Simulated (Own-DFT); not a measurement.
# Shaking the atoms of beta-Si3N4, 42 atoms (N24Si18)

Calculated results; nothing here was measured. The program, named Own-DFT, is a retired in-house plane-wave density functional code that no person has reviewed. Each row is one single-point run on a periodic cell that was not relaxed, without spin or spin-orbit coupling.

Settings of every run: PBE; PseudoDojo norm-conserving scalar-relativistic files; cutoff 42 hartree; 3 x 3 x 3 k mesh centred on Gamma; Fermi-Dirac smearing of 0.1 eV.

Known limits, some of them of some rows only: some atoms lie very close together; forces on such cells passed a denser k mesh, each cell not checked; stress not checked against mesh or cutoff.

Cell vectors in Å: (7.606, 0.000, 0.000); (-3.803, 6.587, 0.000); (0.000, 0.000, 8.727). In each run every atom was moved at random and independently from its ideal site; u is the rms move along one axis. E is the free energy for each atom above the fitted value at u = 0, and F the rms of the force components.

```
run,u (Å),E (meV/atom),F (eV/Å),largest force (eV/Å),P (GPa)
1,0.0187,19.3,0.822,3.32,5.32
2,0.0191,20.2,0.842,2.94,5.56
3,0.0193,16.3,0.694,1.99,5.43
4,0.0454,112.3,2.014,8.33,7.97
5,0.0485,?,?,?,?
6,0.0556,154.6,2.364,9.20,8.78
7,0.0917,432.1,4.237,17.83,16.54
8,0.0964,484.1,4.464,17.47,17.90
9,0.1603,1130.1,8.795,45.00,33.00
```

## Worked fit

For small independent moves the energy grows as E = (3/2) K u², with K the mean stiffness felt by one atom. The runs with u up to 0.11 Å give K = 34.5 ± 0.9 eV/Å², with residuals divided by u² + 0.0006 Å², since the noise grows with the moves. The scatter is 6.2 meV/atom at u = 0.05 Å. The forces follow F = G u with G = 43.5 eV/Å²; no force at u = 0 is resolved. G exceeds K because the moves of its neighbours add to the force on an atom, and stiffness differs between atoms. At u = 0.160 Å the parabola gives 1331 meV/atom and the run 1130. The pressure follows P = 4.89 + 1388 u² GPa: at fixed volume, shortened bonds push harder than stretched ones pull.

## Withheld run

Question: what energy and rms force should run 5 give?

The fit gives 122 ± 7 meV/atom and about 2.11 eV/Å. The calculation gave 97.6 meV/atom and 1.833 eV/Å. This run lies off the fit, by chance or by something that the fit leaves out.
